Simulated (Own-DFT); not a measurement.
# Computed records: SiC (2H silicon carbide, atoms displaced)

A calculation, not a measurement: plane-wave PBE density functional theory by an unreviewed code, no spin, of a simulated periodic cell, stress positive in tension, free energy of the whole cell less one offset for each atom, forces on such cells passed a denser k mesh, this cell's mesh not checked; offsets are fitted by least squares, one for each functional and potential file, so energies compare only between cells with the same atoms and settings and are not formation energies; the far tail of each file's local potential was reset to the Coulomb form; each entry is a single point on an unrelaxed cell, so the pressure reflects the starting lattice, mostly measured values (interpolated for alloys), from which strain is counted, and rises with the displacements; printed positions are rounded, which can move forces by about a meV/angstrom; the program, named Own-DFT, is a retired in-house code; no spin-orbit coupling. Program: Own-DFT development build.

Settings shared by all entries: functional PBE; potential files PseudoDojo norm-conserving, scalar-relativistic, standard set; wave cutoff 42 hartree; occupations Fermi-Dirac; smearing width 0.1 eV; hardware one NVIDIA H100; k mesh 4 x 4 x 3 centred on Gamma.

(1) SiC (2H silicon carbide, atoms displaced)

```xyz
72
Lattice="9.2481 0.0000 0.0000 -4.6241 8.0091 0.0000 0.0000 0.0000 10.0681" Properties=species:S:1:pos:R:3 SiC
Si     0.0138     0.0301     0.0443
Si     0.0096     1.8489     2.5421
C      9.2112     0.0142     1.8761
C      0.0131     1.7596     4.4258
Si     4.6115     7.9997     5.0508
Si    -0.0342     1.7703     7.5491
C      4.6176     8.0041     6.9616
C     -0.0405     1.7560     9.4801
Si    -1.5298     2.6736     0.0068
Si    -1.5029     4.4507     2.5294
C     -1.5071     2.6525     1.9595
C     -1.5235     4.4415     4.4115
Si     7.6555     2.6607     5.0244
Si    -1.5475     4.4603     7.5462
C      7.6825     2.6046     6.9011
C     -1.5579     4.4687     9.4397
Si     6.1711     5.2937     0.0464
Si    -3.1096     7.1419     2.5197
C      6.1202     5.3745     1.8211
C     -3.0892     7.1182     4.3943
Si     6.1652     5.3316     5.0666
Si    -3.0381     7.1047     7.5393
C      6.1456     5.3482     6.9368
C     -3.0826     7.0771     9.4106
Si    -1.5351     7.9424    10.0630
Si     3.0551     1.7750     2.4882
C     -1.5156     8.0016     1.8554
C      3.0873     1.8045     4.3720
Si     3.0925     0.0263     5.0186
Si     3.0831     1.7673     7.6016
C     -1.5403     7.9990     6.9438
C      3.0898     1.7374     9.4564
Si     1.5289     2.6900    10.0181
Si     1.5679     4.4176     2.5167
C      1.5295     2.7170     1.8419
C      1.5346     4.4763     4.4184
Si     1.5678     2.6656     5.0375
Si     1.5185     4.4620     7.5523
C      1.4869     2.6328     6.9700
C      1.5642     4.4301     9.4589
Si     0.0375     5.3176    10.0633
Si     0.0496     7.1195     2.5214
C     -0.0094     5.3638     1.8988
C      0.0062     7.1250     4.4600
Si    -0.0169     5.3730     5.0536
Si     0.0344     7.1030     7.4939
C     -0.0553     5.3237     6.9104
C     -0.0617     7.1622     9.4189
Si     6.2264     0.0110    10.0287
Si     6.1597     1.7370     2.5056
C      6.2252     0.0113     1.8756
C      6.1795     1.7586     4.3736
Si     6.1330     0.0203     4.9842
Si     6.1565     1.7761     7.5176
C      1.5645     7.9597     6.8729
C      6.1667     1.7272     9.4578
Si     4.6555     2.7264     0.0437
Si     4.6609     4.4464     2.4958
C      4.6650     2.6599     1.9436
C      4.5770     4.4723     4.3897
Si     4.6010     2.6426     4.9719
Si     4.6684     4.4173     7.5629
C      4.5645     2.6845     6.9195
C      4.6220     4.4676     9.4489
Si     3.0701     5.3800     0.0134
Si     3.1009     7.1731     2.4938
C      3.0468     5.4035     1.8612
C      3.0786     7.0466     4.3894
Si     3.1382     5.3705     5.0399
Si     3.1073     7.1335     7.5598
C      3.0347     5.3644     6.9358
C      3.0630     7.1322     9.4743
```

The calculation gives: free energy of cell above offsets -10.403 eV; pressure 3.8 GPa; stress xx -2.59 GPa; stress yy -3.37 GPa; stress zz -5.45 GPa; stress yz 0.25 GPa; stress xz 0.77 GPa; stress xy -0.25 GPa; wall time 367 s.

Force:
```
element  x (eV/Å)  y (eV/Å)  z (eV/Å)
     Si     0.056      -1.2    -1.209
     Si     0.473    -1.512    -0.083
      C      1.43     0.966     0.896
      C    -0.261     0.489    -0.022
     Si    -0.143    -0.182    -0.159
     Si     0.101    -0.463     0.514
      C     0.695    -0.165    -0.626
      C     0.768      0.87    -0.936
     Si    -0.551    -0.109     0.364
     Si    -1.075     0.341     -0.34
      C    -1.198     0.877    -1.261
      C    -0.696     0.319     0.267
     Si     1.523    -0.064    -0.118
     Si    -0.552    -0.878     0.073
      C    -0.076     1.527     0.295
      C     0.747    -0.875     0.145
     Si    -0.285     1.284    -2.149
     Si     0.386    -0.155    -0.595
      C     1.237    -0.562     2.647
      C      0.25    -0.016     0.554
     Si    -0.174     0.039    -1.045
     Si    -1.101     0.427     0.494
      C     0.542    -0.503    -0.269
      C    -0.277     0.341     0.993
     Si     -1.02     1.228    -0.228
     Si     0.419     0.128    -0.501
      C    -0.388    -0.049     1.158
      C    -0.434     -0.78     0.091
     Si    -0.613    -0.283     0.404
     Si    -0.589    -0.036    -0.496
      C      0.52     0.406    -0.983
      C      0.03      0.89      0.71
     Si     0.385    -1.268     0.394
     Si    -0.367     1.723     0.248
      C       0.4    -1.049     0.485
      C     0.352    -0.456      0.16
     Si    -0.932     0.564     0.515
     Si     0.075     -0.53    -0.231
      C     1.111     0.722    -0.532
      C     -0.32     0.883    -0.775
     Si    -0.905     1.109    -0.025
     Si    -0.537     0.236    -0.126
      C     0.699    -0.606     -0.09
      C     -0.56     0.285    -1.375
     Si     0.551    -1.099    -0.528
     Si    -0.786     0.321     1.027
      C     0.913     0.124     0.459
      C     2.784    -1.677    -0.304
     Si    -2.227    -0.576     0.797
     Si     0.883     0.784    -0.045
      C     -1.22    -0.183    -0.081
      C    -0.865     0.344     0.311
     Si      1.54    -1.099     0.797
     Si     -0.73    -0.741     0.554
      C    -0.215     1.132     0.478
      C     0.152     2.069    -0.559
     Si    -0.666      -1.7     -0.64
     Si    -1.265     0.785     0.169
      C    -0.827     0.253    -0.762
      C     1.797     -0.84     0.112
     Si     0.508      1.07     0.851
     Si    -1.719     0.921    -0.061
      C     1.072     -0.71    -0.554
      C     0.023    -0.223     0.142
     Si     0.314    -0.582    -0.333
     Si    -0.144    -1.355     0.726
      C     0.875    -1.183     0.726
      C     0.023     2.522    -0.186
     Si     -1.94    -1.033     0.376
     Si    -0.492    -0.498      0.15
      C     1.323    -0.578     0.156
      C     1.193    -0.163    -1.009
```

(2) SiC (2H silicon carbide, atoms displaced)

```xyz
72
Lattice="9.2481 0.0000 0.0000 -4.6241 8.0091 0.0000 0.0000 0.0000 10.0681" Properties=species:S:1:pos:R:3 SiC
Si     9.2425     0.0087    10.0194
Si     0.0260     1.7617     2.5093
C      4.6232     7.9849     1.9055
C     -0.0041     1.8249     4.3471
Si    -4.5921     7.9921     5.0366
Si    -0.0177     1.7459     7.5591
C      0.0179     0.0509     6.9269
C     -0.0287     1.8311     9.4618
Si     7.6834     2.6711    10.0635
Si    -1.5396     4.4364     2.4923
C     -1.5310     2.6742     1.8507
C     -1.5350     4.4381     4.3701
Si    -1.5152     2.7100     5.0721
Si    -1.5321     4.4763     7.5902
C     -1.5071     2.6990     6.9227
C     -1.5127     4.4795     9.4260
Si    -3.0339     5.3748    10.0318
Si    -3.1123     7.0911     2.4923
C     -3.0910     5.3596     1.8869
C     -3.0662     7.1147     4.4070
Si    -3.0606     5.3154     5.0530
Si    -3.0911     7.0904     7.5315
C      6.1354     5.3178     6.8667
C     -3.0487     7.1152     9.4549
Si     3.1255     0.0516    10.0234
Si     3.0653     1.7533     2.5337
C     -1.4806     7.9532     1.9051
C      3.1114     1.8060     4.4252
Si     3.1061     0.0005     5.0516
Si     3.0623     1.8066     7.6296
C      3.0339     0.0077     6.9132
C      3.1058     1.7944     9.4469
Si     1.5574     2.6461     0.0270
Si     1.5765     4.4520     2.4989
C      1.5653     2.6541     1.8964
C      1.5338     4.4111     4.4092
Si     1.5539     2.6780     5.0578
Si     1.5038     4.4177     7.5510
C      1.5319     2.6504     6.9273
C      1.5823     4.4597     9.4566
Si    -0.0401     5.3805    10.0539
Si     0.0138     7.1105     2.5218
C     -0.0785     5.3089     1.8689
C     -0.0208     7.1263     4.4481
Si    -0.0113     5.3448     5.0008
Si    -0.0582     7.0935     7.5248
C      0.0111     5.3840     6.9791
C     -0.0093     7.1067     9.4844
Si     1.5329     7.9968    10.0136
Si     6.1555     1.7882     2.5167
C      6.1626     0.0005     1.9393
C      6.1422     1.7968     4.4166
Si     1.5381     7.9957     4.9708
Si     6.1777     1.7513     7.5362
C      1.6125     7.9506     6.9317
C      6.1480     1.8018     9.4493
Si     4.6272     2.6600     0.0689
Si     4.5689     4.4575     2.4825
C      4.5847     2.6804     1.9450
C      4.6646     4.4533     4.3807
Si     4.6336     2.6823     5.0485
Si     4.5886     4.4807     7.5876
C      4.6446     2.6515     6.9507
C      4.6505     4.5158     9.4232
Si     3.0844     5.3609     0.0022
Si     3.0979     7.1107     2.5491
C      3.0725     5.3633     1.9269
C      3.0596     7.1422     4.3994
Si     3.1051     5.3303     5.0480
Si     3.0787     7.1363     7.5942
C      3.0319     5.3727     6.9469
C      3.1532     7.1664     9.4671
```

The calculation gives: free energy of cell above offsets -10.583 eV; pressure 3.73 GPa; stress xx -3.01 GPa; stress yy -2.83 GPa; stress zz -5.33 GPa; stress yz -0.3 GPa; stress xz -0.18 GPa; stress xy 0.12 GPa; wall time 353.4 s.

Force:
```
element  x (eV/Å)  y (eV/Å)  z (eV/Å)
     Si     1.402     0.718     1.588
     Si    -0.629     0.322    -0.487
      C      0.03     0.475    -0.801
      C     0.343    -0.888     1.733
     Si    -0.635     0.948    -0.522
     Si     0.396     1.492     0.145
      C    -0.418    -1.735     0.082
      C     0.776    -0.989    -0.466
     Si     0.143     0.519     -0.01
     Si    -0.996    -0.168     0.184
      C    -0.306    -0.399     0.724
      C     0.016       0.4     0.739
     Si    -0.424    -0.899    -1.277
     Si    -0.292    -0.249    -1.281
      C    -0.475    -0.263     0.748
      C    -0.717    -0.642     0.378
     Si    -0.685    -0.482     1.053
     Si     1.157     0.558     0.517
      C    -0.257    -1.146    -0.533
      C     0.065    -0.173     0.053
     Si    -0.158     0.461     -1.62
     Si    -0.111     0.395     0.109
      C     0.412     0.174     1.913
      C    -0.153     1.085     -0.88
     Si    -0.689    -1.235     1.533
     Si     0.415    -0.458     0.288
      C    -1.623      1.34     -0.64
      C    -0.576    -0.562     0.083
     Si    -0.936     0.647    -0.512
     Si     0.639    -0.398    -2.214
      C     0.743     0.135     0.876
      C     -0.27     0.293     0.808
     Si    -0.403     0.909     -0.29
     Si    -1.568    -0.343     0.294
      C    -0.132     0.045    -0.095
      C     0.434     1.193     0.011
     Si     -0.19    -0.707    -0.731
     Si     0.653     0.713     0.353
      C    -0.114     0.219     0.591
      C    -0.983    -0.172     0.066
     Si     1.305    -1.255      0.61
     Si    -0.077    -0.604     0.229
      C     2.248     0.703     0.327
      C     0.546    -0.422    -0.844
     Si     0.289    -0.348     0.769
     Si     1.295     1.548     0.658
      C    -0.738    -1.609    -1.436
      C       0.3     0.807    -1.648
     Si     0.554     0.528     1.517
     Si     0.343     0.169     0.288
      C     0.316    -0.193    -1.143
      C     0.883     -0.11      0.13
     Si     0.106     0.674     1.437
     Si     0.071     0.287    -0.072
      C    -2.171     1.273    -0.364
      C     0.071    -0.545    -0.167
     Si     0.146     1.144    -0.956
     Si      1.54     0.164      0.78
      C     0.389    -0.303    -0.842
      C    -0.779     0.112     0.502
     Si    -0.062     0.101     0.034
     Si     0.218    -0.749    -1.212
      C    -0.715     0.478     0.089
      C    -0.198     -0.99     1.301
     Si     0.517     0.175      0.13
     Si    -0.356     0.735    -0.495
      C    -0.183    -0.078    -1.076
      C     1.028    -0.835     0.497
     Si    -0.362     0.244    -0.268
     Si     0.929    -0.447    -0.741
      C     0.734    -0.745    -0.053
      C    -2.064     -1.04    -0.488
```

(3) SiC (2H silicon carbide, atoms displaced)

```xyz
72
Lattice="9.2481 0.0000 0.0000 -4.6241 8.0091 0.0000 0.0000 0.0000 10.0681" Properties=species:S:1:pos:R:3 SiC
Si     4.5720     7.9647    10.0224
Si    -0.0004     1.7518     2.4436
C      4.6149     7.9802     1.8883
C     -0.0022     1.7869     4.3674
Si     0.0579     0.0040     5.0298
Si    -0.0640     1.7987     7.4825
C      4.5776     7.9548     6.9131
C     -0.0068     1.8269     9.4283
Si    -1.4929     2.6823    10.0538
Si    -1.6005     4.4916     2.4791
C     -1.5378     2.7022     1.9042
C     -1.5855     4.4497     4.3538
Si     7.6978     2.6613     5.0851
Si    -1.5936     4.4487     7.5609
C     -1.5254     2.7192     6.9491
C     -1.5363     4.4496     9.4069
Si     6.1764     5.3186     0.0032
Si    -3.0694     7.1146     2.6144
C      6.1775     5.2896     1.8928
C     -3.0848     7.1068     4.3786
Si     6.1332     5.3518     5.0968
Si    -3.0810     7.1077     7.5289
C      6.1359     5.3539     6.9770
C     -3.0773     7.0662     9.4652
Si     3.0396     0.0070     0.0004
Si     3.0799     1.8266     2.5015
C      3.0245     0.0273     1.8805
C      3.0992     1.8118     4.3635
Si    -1.5061     7.9905     5.0834
Si     3.1077     1.7517     7.5542
C     -1.5638     7.9986     6.9168
C      3.0375     1.7611     9.4512
Si     1.6037     2.6403    10.0306
Si     1.5836     4.4233     2.4774
C      1.5164     2.6387     1.9046
C      1.5553     4.4571     4.4289
Si     1.5131     2.6830     5.0510
Si     1.5115     4.4298     7.6012
C      1.5630     2.6703     6.9046
C      1.4779     4.4615     9.4137
Si     0.0386     5.3715     0.0310
Si     0.0205     7.0735     2.5117
C      0.0427     5.3379     1.8678
C     -0.0060     7.1253     4.4336
Si     0.0010     5.3499     5.0087
Si    -0.0119     7.1114     7.5464
C     -0.0302     5.3405     6.8913
C      0.0373     7.0962     9.4221
Si     6.0953     0.0207     0.0664
Si     6.2212     1.8211     2.5847
C      1.5445     8.0086     1.9368
C      6.2050     1.7686     4.3487
Si     1.5409     8.0052     4.9816
Si     6.1894     1.7979     7.5426
C      6.1746     0.0065     6.8922
C      6.1476     1.8696     9.4320
Si     4.5976     2.6086    10.0654
Si     4.6428     4.4428     2.5558
C      4.5863     2.6825     1.8851
C      4.6057     4.4577     4.4428
Si     4.6268     2.7075     5.0242
Si     4.6429     4.4541     7.5873
C      4.6416     2.6890     6.8896
C      4.6135     4.4641     9.4494
Si     3.0733     5.3446    10.0512
Si     3.0863     7.0834     2.5044
C      3.0642     5.3651     1.8281
C      3.1176     7.0987     4.4096
Si     3.0493     5.3641     5.0811
Si     3.0388     7.1426     7.5677
C      3.1001     5.3514     6.9258
C      3.0676     7.1068     9.4510
```

Results for SiC (2H silicon carbide, atoms displaced): free energy of cell above offsets -10.064 eV; pressure 3.9 GPa; stress xx -2.53 GPa; stress yy -2.31 GPa; stress zz -6.86 GPa; stress yz -0.06 GPa; stress xz 0.19 GPa; stress xy 0.17 GPa; wall time 370.6 s.

Force:
```
element  x (eV/Å)  y (eV/Å)  z (eV/Å)
     Si     1.315     0.959     0.808
     Si    -0.541     0.231     1.132
      C     0.151    -0.189    -0.257
      C     0.016    -0.169     0.832
     Si    -1.436     0.164    -0.362
     Si     2.109    -0.856     1.267
      C     0.887     1.325     0.199
      C     0.599    -1.585    -0.529
     Si    -1.197     0.499     0.576
     Si     2.186    -1.193     0.685
      C     0.257    -0.261    -0.807
      C     0.369      0.25     1.474
     Si     0.411     0.479    -1.895
     Si     1.263     1.048    -0.146
      C     -1.14    -0.595    -0.762
      C     0.306     0.394     1.157
     Si    -0.187    -0.329     0.055
     Si    -0.416    -0.089      -3.4
      C    -1.173     1.693    -0.168
      C     0.766     0.084      2.75
     Si     0.478    -0.467    -1.125
     Si    -0.735     0.415     1.193
      C     0.467    -0.335    -0.879
      C    -0.441     1.004    -0.932
     Si     0.395     -1.13     0.288
     Si    -0.191    -1.221     0.341
      C      1.25    -0.608     0.533
      C     -0.32    -0.618     1.405
     Si    -0.728     1.069    -1.855
     Si     -0.46     0.798    -0.626
      C     0.432     0.046     0.758
      C      1.69      -0.5    -0.996
     Si    -2.602     1.246      0.95
     Si    -0.649     0.213     0.894
      C     0.765     0.684    -1.218
      C    -0.401     0.082    -0.839
     Si     0.836    -0.172     -1.06
     Si      0.36     0.651    -2.016
      C    -0.564    -0.442     0.886
      C     1.678    -0.663     1.267
     Si    -1.289    -0.747    -1.027
     Si    -0.902     1.433     0.223
      C    -0.774    -0.315     0.775
      C     0.221     -0.31    -0.767
     Si    -0.461    -0.683     0.006
     Si     0.545    -0.139    -0.393
      C     0.035    -0.242     0.669
      C    -1.251     1.064     0.477
     Si     1.562     0.431    -1.013
     Si    -1.117    -0.528    -2.706
      C    -0.134     0.468    -0.099
      C    -0.721      0.47     2.904
     Si     0.706    -0.029     0.442
     Si     -0.71    -0.309    -0.021
      C    -0.684     0.466     0.249
      C     0.583    -1.878     0.181
     Si     0.178     1.966     0.305
     Si    -0.747     0.258    -0.813
      C      1.15    -0.178     0.211
      C     0.062     0.542    -0.234
     Si    -0.012    -0.956    -0.481
     Si    -1.162     0.026    -0.418
      C     0.038    -0.415     0.937
      C    -0.165    -0.881     0.254
     Si    -0.162    -0.296    -0.574
     Si     0.042     0.683     0.363
      C     0.733    -1.069     1.168
      C    -0.352     0.445    -0.257
     Si     0.525    -0.448    -0.576
     Si     0.314    -1.025    -0.335
      C    -0.739    -0.293     1.175
      C    -1.117     0.579    -0.204
```
